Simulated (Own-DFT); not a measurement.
# Computed records: GaN (wurtzite, atoms displaced)

Computed with Own-DFT development build. A calculation, not a measurement: plane-wave PBE density functional theory by an unreviewed code, no spin, of a simulated periodic cell, stress positive in tension, free energy of the whole cell less one offset for each atom, forces on such cells passed a denser k mesh, this cell's mesh not checked; offsets are fitted by least squares, one for each functional and potential file, so energies compare only between cells with the same atoms and settings and are not formation energies; the far tail of each file's local potential was reset to the Coulomb form; each entry is a single point on an unrelaxed cell, so the pressure reflects the starting lattice, mostly measured values (interpolated for alloys), from which strain is counted, and rises with the displacements; printed positions are rounded, which can move forces by about a meV/angstrom; the program, named Own-DFT, is a retired in-house code; no spin-orbit coupling.

Settings shared by all entries: functional PBE; potential files PseudoDojo norm-conserving, scalar-relativistic, standard set with the stringent files for Ga; wave cutoff 96 hartree; occupations Gaussian; smearing width 0.01 eV; k mesh 3 x 4 x 3 centred on Gamma.

(1) GaN (wurtzite, atoms displaced)

```xyz
96
Lattice="12.7560 0.0000 0.0000 -4.7835 8.2853 0.0000 0.0000 0.0000 10.3700" Properties=species:S:1:pos:R:3 GaN
Ga    -0.0137     1.7993     0.0319
Ga     1.5452     0.9145     2.6055
N     -0.0224     1.8621     1.9499
N      1.6044     0.8891     4.5776
Ga    -0.0062     1.8281     5.1772
Ga     1.5898     0.9092     7.7888
N      0.0148     1.8228     7.1597
N      1.6140     0.9297     9.7230
Ga    -1.5800     4.5916    10.3674
Ga    -0.0123     3.6937     2.5936
N     -1.5802     4.6397     2.0146
N      0.0174     3.7077     4.5782
Ga    -1.5976     4.6239     5.1984
Ga     0.0149     3.6714     7.7924
N     -1.5965     4.5827     7.1497
N      0.0336     3.6697     9.7398
Ga    -3.2124     7.3542    10.3465
Ga    -1.5874     6.4321     2.6165
N     -3.1974     7.3401     1.9480
N     -1.5737     6.4423     4.5812
Ga    -3.1802     7.3762     5.1714
Ga    -1.6051     6.3981     7.7888
N     -3.2191     7.3505     7.1335
N     -1.5743     6.4344     9.7169
Ga     3.1745     1.8220     0.0124
Ga     4.7929     0.9739     2.6053
N      3.1681     1.8769     1.9616
N      4.7625     0.8665     4.5510
Ga     3.1953     1.8443     5.2147
Ga     4.7694     0.8992     7.7689
N      3.1926     1.8272     7.1358
N      4.7772     0.9120     9.7546
Ga     1.5856     4.5765     0.0096
Ga     3.2028     3.7259     2.6400
N      1.5828     4.6209     1.9611
N      3.2006     3.6834     4.5527
Ga     1.5910     4.5975     5.2008
Ga     3.2004     3.6920     7.7482
N      1.5847     4.6255     7.1513
N      3.1795     3.6763     9.7361
Ga     0.0420     7.3785     0.0020
Ga     1.6336     6.4217     2.6129
N     -0.0389     7.3721     1.9378
N      1.5974     6.4589     4.5088
Ga     0.0087     7.3347     5.1734
Ga     1.5821     6.4393     7.7899
N      0.0091     7.3725     7.1293
N      1.5921     6.4457     9.7408
Ga     6.3449     1.8601     0.0309
Ga     7.9589     0.9553     2.6105
N      6.3740     1.8654     1.9426
N      7.9608     0.9651     4.5512
Ga     6.3747     1.8850     5.1357
Ga     7.9662     0.8986     7.7905
N      6.3807     1.8430     7.1646
N      7.9827     0.9058     9.7219
Ga     4.7839     4.6067     0.0177
Ga     6.3554     3.6939     2.5952
N      4.8058     4.6071     1.9162
N      6.3583     3.6906     4.5532
Ga     4.7378     4.6218     5.1713
Ga     6.3671     3.6913     7.7571
N      4.7807     4.5769     7.1164
N      6.3828     3.6803     9.7639
Ga     3.1911     7.3711    10.3391
Ga     4.7732     6.4464     2.5889
N      3.2096     7.3890     1.9802
N      4.7607     6.4534     4.5591
Ga     3.1763     7.3704     5.1743
Ga     4.7998     6.4396     7.7814
N      3.1840     7.3567     7.1602
N      4.7686     6.4379     9.7463
Ga     9.5558     1.8241    10.3642
Ga    11.1486     0.9319     2.5977
N      9.5306     1.8370     1.9464
N     11.1539     0.9173     4.5654
Ga     9.5278     1.8444     5.1817
Ga    11.1417     0.9090     7.7723
N      9.5970     1.8264     7.1253
N     11.1184     0.9217     9.7129
Ga     7.9902     4.6061     0.0093
Ga     9.5523     3.6767     2.5602
N      7.9842     4.6162     1.9630
N      9.5735     3.7169     4.5792
Ga     7.9598     4.5697     5.1604
Ga     9.5409     3.7007     7.7920
N      7.9843     4.5962     7.1348
N      9.5657     3.7342     9.7182
Ga     6.3816     7.3474     0.0096
Ga     7.9446     6.4771     2.5717
N      6.3741     7.3453     1.9745
N      8.0025     6.4224     4.5384
Ga     6.3819     7.3916     5.1568
Ga     7.9986     6.4602     7.7738
N      6.3890     7.3992     7.1417
N      7.9645     6.4431     9.7310
```

* free energy of cell above offsets: -10.376 eV
* pressure: 5.4 GPa
* stress xx: -5.38 GPa
* stress yy: -5.27 GPa
* stress zz: -5.54 GPa
* stress yz: -0.06 GPa
* stress xz: -0.2 GPa
* stress xy: -0.05 GPa

Force:
```csv
element,x (eV/Å),y (eV/Å),z (eV/Å)
Ga,0.067,0.39,-0.904
Ga,0.909,-0.084,-0.068
N,-0.101,-0.277,0.414
N,-0.226,0.866,-0.546
Ga,0.183,0.323,0.534
Ga,0.122,-0.039,-0.265
N,-0.25,0.223,-0.3
N,-0.642,-0.425,0.32
Ga,0.204,0.351,0.304
Ga,0.281,0.202,0.427
N,-0.401,-0.969,-0.998
N,-0.306,-0.603,-0.437
Ga,0.074,-0.324,0.148
Ga,-0.243,-0.169,-0.158
N,0.131,-0.099,0.025
N,-0.688,-0.37,0.186
Ga,0.817,0.041,0.28
Ga,-0.091,0.792,-0.003
N,-0.019,0.509,-0.02
N,-0.353,0.059,-0.376
Ga,-0.045,-0.726,0.378
Ga,0.177,0.651,-0.314
N,0.907,0.234,0.031
N,-0.193,0.134,0.38
Ga,0.324,0.439,0.074
Ga,-0.687,-0.968,-0.253
N,-0.109,-0.114,0.369
N,0.395,1.078,-0.024
Ga,0.04,-0.42,-0.458
Ga,0.392,0.305,0.299
N,-0.199,0.25,0.245
N,0.033,0.283,-0.412
Ga,0.443,0.45,0.004
Ga,-0.33,-0.479,-1.031
N,0.303,-0.418,0.099
N,-0.416,-0.112,0.269
Ga,0.094,0.404,-0.024
Ga,-0.344,-0.288,0.713
N,0.237,-0.392,-0.211
N,0.269,0.001,-0.264
Ga,-0.76,-0.296,0.201
Ga,-0.811,0.845,-0.91
N,0.872,0.212,0.555
N,0.221,-0.465,0.885
Ga,0.062,0.245,0.31
Ga,0.051,0.294,0.053
N,-0.317,-0.501,0.087
N,0.275,-0.315,-0.047
Ga,0.44,-0.327,-0.845
Ga,-0.129,-0.491,-0.248
N,0.076,-0.043,0.594
N,-0.142,-0.593,-0.138
Ga,-0.586,-0.908,1.153
Ga,0.158,0.478,-0.37
N,-0.099,-0.052,-0.648
N,-0.503,0.461,0.38
Ga,-0.209,-0.288,-0.767
Ga,0.587,0.223,-0.166
N,-0.474,0.209,1.076
N,-0.318,0.352,-0.418
Ga,0.742,0.065,0.321
Ga,0.357,-0.289,0.556
N,0.061,0.64,0.104
N,-0.002,0.277,-0.544
Ga,-0.159,-0.129,0.668
Ga,0.048,-0.009,0.112
N,-0.302,-0.006,-0.481
N,0.311,0.068,-0.289
Ga,-0.108,0.313,0.414
Ga,-0.037,0.027,-0.135
N,0.111,-0.188,-0.449
N,0.4,-0.02,-0.231
Ga,-0.192,0.558,-0.171
Ga,-0.244,-0.153,0.043
N,0.591,0.143,0.036
N,-0.169,0.448,-0.592
Ga,0.726,0.484,0.303
Ga,0.433,0.441,-0.023
N,-0.813,0.366,0.278
N,0.669,-0.252,0.559
Ga,-0.443,-0.003,0.041
Ga,0.327,0.373,0.761
N,-0.438,-0.085,-0.045
N,-0.024,-0.769,-0.798
Ga,0.221,0.722,0.411
Ga,0.436,-0.594,-0.462
N,-0.539,0.3,-0.096
N,0.181,-0.928,0.518
Ga,-0.337,0.225,-0.165
Ga,0.735,-0.698,0.532
N,-0.334,0.725,-0.347
N,-0.63,0.315,-0.026
Ga,0.254,-0.813,0.503
Ga,-0.76,-0.404,-0.141
N,-0.112,-0.909,-0.262
N,-0.111,0.007,-0.067
```

(2) GaN (wurtzite, atoms displaced)

```xyz
96
Lattice="12.7560 0.0000 0.0000 -4.7835 8.2853 0.0000 0.0000 0.0000 10.3700" Properties=species:S:1:pos:R:3 GaN
Ga    -0.0030     1.8366    10.3587
Ga     1.5906     0.9528     2.5770
N     -0.0093     1.8356     1.9497
N      1.6067     0.9540     4.5176
Ga    -0.0135     1.8360     5.2063
Ga     1.6069     0.9671     7.7440
N     -0.0218     1.8145     7.1327
N      1.5943     0.9449     9.7434
Ga    -1.5563     4.6131     0.0115
Ga     0.0361     3.6852     2.6064
N     -1.6427     4.5878     1.9624
N     -0.0307     3.6765     4.5334
Ga    -1.5881     4.5996     5.1681
Ga    -0.0043     3.6558     7.7974
N     -1.5959     4.5636     7.1476
N      0.0078     3.6771     9.7508
Ga    -3.2121     7.3489     0.0086
Ga    -1.5972     6.4186     2.6095
N     -3.1442     7.3985     1.9798
N     -1.6046     6.4367     4.5198
Ga    -3.2038     7.3626     5.2073
Ga    -1.6176     6.4844     7.7816
N     -3.1863     7.3387     7.1580
N     -1.5874     6.4605     9.7320
Ga     3.1687     1.8694     0.0027
Ga     4.7715     0.9322     2.6296
N      3.1831     1.8251     1.9318
N      4.8142     0.9310     4.5323
Ga     3.1871     1.8515     5.1903
Ga     4.7828     0.9068     7.7663
N      3.2070     1.8650     7.1928
N      4.7801     0.9081     9.7559
Ga     1.6034     4.5878     0.0099
Ga     3.1838     3.6513     2.5925
N      1.5819     4.5905     1.9350
N      3.1889     3.6882     4.5263
Ga     1.6184     4.6418     5.1599
Ga     3.1938     3.6295     7.7802
N      1.5742     4.5905     7.1638
N      3.2108     3.6970     9.7261
Ga    -0.0335     7.3351     0.0240
Ga     1.5825     6.4333     2.6137
N      0.0023     7.3701     1.9462
N      1.6103     6.4438     4.5359
Ga    -0.0137     7.3599     5.1990
Ga     1.6043     6.4538     7.7947
N     -0.0048     7.3326     7.1041
N      1.5961     6.4528     9.7481
Ga     6.3531     1.8336     0.0198
Ga     7.9640     0.9185     2.5657
N      6.3746     1.8401     1.9194
N      7.9763     0.9566     4.5579
Ga     6.3907     1.8386     5.1740
Ga     7.9657     0.9078     7.7672
N      6.3767     1.7981     7.1534
N      7.9845     0.9076     9.7359
Ga     4.7869     4.5957     0.0100
Ga     6.3637     3.6934     2.6236
N      4.7732     4.6011     1.9713
N      6.4053     3.6619     4.5439
Ga     4.7354     4.5994     5.1424
Ga     6.4003     3.6882     7.7778
N      4.8244     4.5955     7.1263
N      6.3457     3.6982     9.7466
Ga     3.1724     7.3747     0.0070
Ga     4.8000     6.4626     2.6272
N      3.1951     7.3624     1.9341
N      4.7873     6.3922     4.5304
Ga     3.1875     7.3509     5.1907
Ga     4.7967     6.4234     7.7832
N      3.2212     7.3569     7.1148
N      4.7952     6.4567     9.7226
Ga     9.5716     1.8167    10.3698
Ga    11.1788     0.9370     2.5949
N      9.5340     1.8338     1.9430
N     11.1677     0.9850     4.5400
Ga     9.5411     1.8259     5.1852
Ga    11.1835     0.9080     7.7923
N      9.5329     1.8365     7.1762
N     11.1758     0.8916     9.7406
Ga     7.9819     4.6487    10.3559
Ga     9.5777     3.6638     2.5862
N      7.9803     4.5975     1.9512
N      9.5540     3.6546     4.5808
Ga     7.9458     4.6102     5.2000
Ga     9.5271     3.6685     7.7852
N      7.9654     4.6130     7.1314
N      9.6105     3.7194     9.7394
Ga     6.3765     7.3827     0.0328
Ga     7.9829     6.4300     2.6109
N      6.3719     7.3568     1.9440
N      7.9431     6.4256     4.5453
Ga     6.4044     7.3441     5.1784
Ga     7.9391     6.4468     7.7975
N      6.4044     7.3559     7.1089
N      7.9445     6.4710     9.7468
```

- free energy of cell above offsets: -10.262 eV
- pressure: 5.43 GPa
- stress xx: -5.38 GPa
- stress yy: -4.68 GPa
- stress zz: -6.23 GPa
- stress yz: 0.02 GPa
- stress xz: -0.14 GPa
- stress xy: -0.34 GPa

Force:
```csv
element,x (eV/Å),y (eV/Å),z (eV/Å)
Ga,-0.001,0.009,0.267
Ga,0.001,-0.384,-0.017
N,0.151,0.324,-0.128
N,-0.197,-0.442,0.775
Ga,0.282,0.389,-0.463
Ga,-0.33,-0.881,0.782
N,0.489,0.303,0.181
N,-0.071,-0.426,-0.504
Ga,-0.429,0.031,-0.072
Ga,-0.959,-0.189,-0.294
N,1.166,0.143,-0.062
N,0.967,0.181,0.282
Ga,-0.468,-0.182,0.579
Ga,-0.264,0.429,-0.209
N,-0.139,0.617,-0.058
N,0.119,-0.054,-0.151
Ga,0.461,0.557,0.155
Ga,0.151,0.322,-0.52
N,-0.796,-0.478,-0.272
N,-0.001,0.239,0.755
Ga,0.126,0.066,-0.475
Ga,0.536,-1.308,0.031
N,-0.484,0.855,-0.246
N,-0.488,-0.272,-0.041
Ga,0.511,-0.45,-0.252
Ga,0.266,-0.235,-1.047
N,0.137,0.353,0.449
N,-0.628,-0.162,0.712
Ga,0.224,-0.087,0.055
Ga,0.28,-0.262,0.692
N,-0.096,-0.952,-1.304
N,-0.32,-0.04,-0.488
Ga,0.116,0.328,-0.47
Ga,0.087,0.352,-0.459
N,0.39,0.152,0.477
N,-0.397,-0.382,0.201
Ga,-0.769,-0.828,0.723
Ga,0.217,1.829,0.173
N,0.537,-0.003,-0.49
N,-0.368,-0.114,0.111
Ga,0.61,0.677,-0.192
Ga,0.259,0.297,-0.783
N,-0.099,-0.238,0.674
N,-0.343,0.323,0.203
Ga,0.083,-0.026,-0.648
Ga,0.062,-0.32,-0.063
N,0.047,0.471,0.606
N,-0.259,-0.271,-0.162
Ga,0.361,0.12,-0.685
Ga,-0.176,-0.034,0.319
N,-0.241,0.132,1.043
N,-0.172,-1.143,-0.519
Ga,0.005,0.111,0.487
Ga,0.085,-0.183,0.442
N,-0.099,0.633,-0.353
N,-0.375,0.334,-0.16
Ga,-0.063,0.582,0.115
Ga,0.381,-0.238,-0.737
N,-0.071,0.097,0.014
N,-0.783,0.3,0.265
Ga,1.171,-0.431,0.797
Ga,-0.362,-0.484,0.183
N,-0.763,-0.226,-0.245
N,0.887,-0.257,-0.291
Ga,0.394,-0.237,-0.201
Ga,-0.404,-0.286,-0.884
N,-0.132,-0.208,0.682
N,0.007,1.117,0.468
Ga,0.372,0.476,-0.324
Ga,0.075,0.098,-0.098
N,-0.377,-0.216,0.349
N,-0.171,-0.128,0.251
Ga,-0.067,0.594,-0.217
Ga,-0.529,-0.152,-0.091
N,0.691,-0.107,0.11
N,-0.262,-1.288,0.128
Ga,0.462,0.364,0.528
Ga,-0.85,-0.107,-0.126
N,0.663,-0.266,-0.423
N,-0.086,0.532,-0.145
Ga,-0.11,-0.898,0.328
Ga,-0.635,-0.105,0.461
N,-0.168,0.132,0.078
N,-0.053,0.6,-0.473
Ga,0.545,-0.432,-0.225
Ga,0.722,0.255,0.005
N,0.016,0.071,0.342
N,-0.647,-0.506,0.021
Ga,-0.415,-0.396,-0.312
Ga,0.184,0.216,-0.524
N,0.368,0.256,0.717
N,0.701,0.287,0.058
Ga,-0.737,0.679,-0.154
Ga,0.471,-0.089,-0.074
N,-0.479,0.226,0.308
N,0.297,-0.054,-0.248
```

(3) GaN (wurtzite, atoms displaced)

```xyz
96
Lattice="12.7560 0.0000 0.0000 -4.7835 8.2853 0.0000 0.0000 0.0000 10.3700" Properties=species:S:1:pos:R:3 GaN
Ga    -0.0134     1.8596     0.0322
Ga     1.6300     0.8938     2.5820
N     -0.0021     1.8541     1.9847
N      1.5957     0.8746     4.5613
Ga     0.0056     1.8357     5.1784
Ga     1.6342     0.9181     7.7862
N     -0.0071     1.8360     7.1330
N      1.5832     0.9314     9.7435
Ga    -1.5635     4.6010    10.3523
Ga     0.0071     3.6633     2.5653
N     -1.6354     4.6063     1.9362
N     -0.0260     3.6963     4.5674
Ga    -1.5889     4.5997     5.1864
Ga     0.0008     3.7210     7.7982
N     -1.5863     4.6193     7.1386
N     -0.0041     3.6862     9.7113
Ga    -3.2006     7.3699     0.0112
Ga    -1.5889     6.4698     2.5963
N     -3.1962     7.4049     1.9307
N     -1.6036     6.4025     4.5144
Ga    -3.1804     7.3710     5.2131
Ga    -1.6105     6.4083     7.7971
N     -3.1872     7.3836     7.1451
N     -1.5837     6.4592     9.7136
Ga     3.1851     1.8601    10.3482
Ga     4.8016     0.9069     2.6132
N      3.1659     1.8340     1.9413
N      4.8069     0.8945     4.5353
Ga     3.1740     1.8624     5.1704
Ga     4.7810     0.9501     7.7804
N      3.2069     1.8699     7.1202
N      4.7743     0.9034     9.7235
Ga     1.6023     4.5686     0.0166
Ga     3.1983     3.6712     2.6003
N      1.6301     4.5954     1.9474
N      3.1902     3.6774     4.5552
Ga     1.5578     4.6206     5.2066
Ga     3.1901     3.6951     7.8034
N      1.6433     4.6034     7.1382
N      3.1872     3.6875     9.7610
Ga     0.0048     7.3391     0.0004
Ga     1.6201     6.4339     2.6049
N     -0.0393     7.3533     1.9461
N      1.5938     6.4508     4.5619
Ga    -0.0380     7.3746     5.1727
Ga     1.5838     6.4419     7.7612
N      0.0180     7.3647     7.1752
N      1.6031     6.4409     9.7273
Ga     6.3598     1.8554     0.0403
Ga     7.9792     0.9318     2.6326
N      6.4021     1.8500     1.9513
N      7.9849     0.9257     4.5452
Ga     6.3992     1.8320     5.1677
Ga     7.9618     0.9234     7.7555
N      6.3827     1.8457     7.1464
N      7.9834     0.9263     9.7384
Ga     4.7888     4.5336     0.0178
Ga     6.3576     3.6900     2.5923
N      4.7693     4.6223     1.9627
N      6.3685     3.6679     4.5569
Ga     4.7631     4.6045     5.1603
Ga     6.3633     3.6615     7.7906
N      4.7877     4.5370     7.1689
N      6.3864     3.6350     9.7356
Ga     3.1821     7.3563     0.0182
Ga     4.7805     6.4464     2.6311
N      3.1779     7.3616     1.9244
N      4.7750     6.4592     4.5793
Ga     3.2182     7.3672     5.2245
Ga     4.8077     6.4653     7.7796
N      3.2055     7.3501     7.1460
N      4.7558     6.4283     9.7559
Ga     9.5656     1.8773    10.3645
Ga    11.1701     0.9270     2.5830
N      9.5855     1.8013     1.9327
N     11.2018     0.9171     4.5088
Ga     9.5686     1.8426     5.1862
Ga    11.1535     0.8982     7.7558
N      9.5723     1.8098     7.1072
N     11.1609     0.9055     9.7462
Ga     7.9448     4.5958    10.3564
Ga     9.5700     3.6353     2.5842
N      7.9455     4.6166     1.9858
N      9.5352     3.6949     4.5333
Ga     8.0136     4.6221     5.1943
Ga     9.5799     3.6853     7.7840
N      7.9724     4.6074     7.1515
N      9.5844     3.6751     9.7124
Ga     6.3774     7.3381     0.0282
Ga     7.9790     6.4412     2.5630
N      6.3686     7.3815     1.9801
N      7.9794     6.4542     4.5321
Ga     6.3671     7.3585     5.1714
Ga     7.9439     6.4207     7.7664
N      6.4014     7.3688     7.1877
N      7.9617     6.4406     9.7537
```

- free energy of cell above offsets: -10.385 eV
- pressure: 5.38 GPa
- stress xx: -4.82 GPa
- stress yy: -5.4 GPa
- stress zz: -5.92 GPa
- stress yz: 0.03 GPa
- stress xz: 0.02 GPa
- stress xy: -0.02 GPa

Force:
```csv
element,x (eV/Å),y (eV/Å),z (eV/Å)
Ga,-0.058,-0.493,-0.474
Ga,-0.62,0.581,0.429
N,0.375,-0.346,-0.34
N,0.251,0.833,-0.419
Ga,0.125,0.073,0.207
Ga,-0.607,0.365,-0.058
N,0.277,0.305,0.194
N,0.035,0.052,-0.088
Ga,-0.638,0.373,0.271
Ga,-0.227,0.81,0.554
N,0.627,-0.036,0.098
N,0.488,-0.36,-0.548
Ga,-0.458,-0.137,-0.118
Ga,0.332,-0.793,-0.737
N,-0.152,-0.408,-0.113
N,0.335,-0.076,0.506
Ga,0.233,0.001,-0.498
Ga,-0.588,-0.637,-0.376
N,0.073,-0.869,0.298
N,-0.061,0.659,0.598
Ga,-0.109,-0.528,-0.269
Ga,0.229,0.996,-0.304
N,-0.036,-0.589,0.235
N,-0.414,-0.356,0.474
Ga,0.028,-0.705,0.293
Ga,-0.247,0.149,-0.653
N,0.806,0.158,0.178
N,-0.414,0.542,0.276
Ga,0.276,-0.505,0.104
Ga,0.123,-0.465,-0.045
N,-0.216,-0.248,0.234
N,0.085,0.361,0.337
Ga,-0.124,0.807,-0.245
Ga,-0.075,-0.129,0.024
N,-0.592,-0.027,0.294
N,-0.492,0.312,-0.251
Ga,0.437,-0.215,-0.329
Ga,0.142,-0.223,-0.092
N,-0.82,0.038,0.208
N,-0.002,-0.253,-0.416
Ga,0.095,0.332,-0.191
Ga,-0.471,0.146,-0.118
N,0.975,0.135,0.149
N,0.106,0.138,-0.037
Ga,0.383,-0.453,0.534
Ga,0.407,0.071,0.426
N,-0.672,0.115,-0.733
N,-0.167,-0.402,0.059
Ga,0.394,-1.079,-0.699
Ga,0.111,-0.406,-0.884
N,-0.398,-0.105,0.565
N,0.086,-0.297,0.291
Ga,-0.355,0.205,0.446
Ga,0.133,-0.149,0.683
N,0.029,-0.208,-0.443
N,-0.323,0.05,-0.16
Ga,0.052,1.197,-0.178
Ga,0.178,0.033,0.361
N,0.146,-0.311,0.143
N,0.202,0.391,-0.077
Ga,0.427,-0.341,0.817
Ga,0.383,0.065,-0.246
N,0.023,1.274,-0.527
N,-0.202,0.614,0.026
Ga,0.096,0.284,-0.61
Ga,-0.113,0.302,-0.597
N,0.191,0.211,1.116
N,0.102,-0.321,-0.25
Ga,-0.773,0.078,-0.313
Ga,-0.323,-0.848,0.494
N,-0.085,0.186,0.09
N,0.564,-0.408,-0.192
Ga,0.058,-0.943,-0.202
Ga,0.066,-0.165,-0.027
N,-0.398,0.485,0.366
N,-0.77,0.011,0.634
Ga,0.455,0.088,-0.371
Ga,0.411,0.605,0.732
N,-0.091,0.531,0.391
N,0.016,0.192,-0.138
Ga,0.557,-0.004,0.432
Ga,-0.307,0.524,-0.1
N,0.401,-0.541,-0.715
N,0.77,-0.453,0.173
Ga,-0.971,-0.041,-0.185
Ga,-0.139,-0.369,-0.336
N,0.037,-0.38,-0.047
N,-0.232,0.547,0.249
Ga,-0.524,0.357,-0.201
Ga,-0.026,0.319,0.432
N,0.063,-0.419,-0.063
N,-0.062,-0.039,0.232
Ga,0.649,0.251,0.308
Ga,0.767,0.423,0.523
N,-0.418,-0.296,-1.13
N,0.157,-0.201,-0.336
```
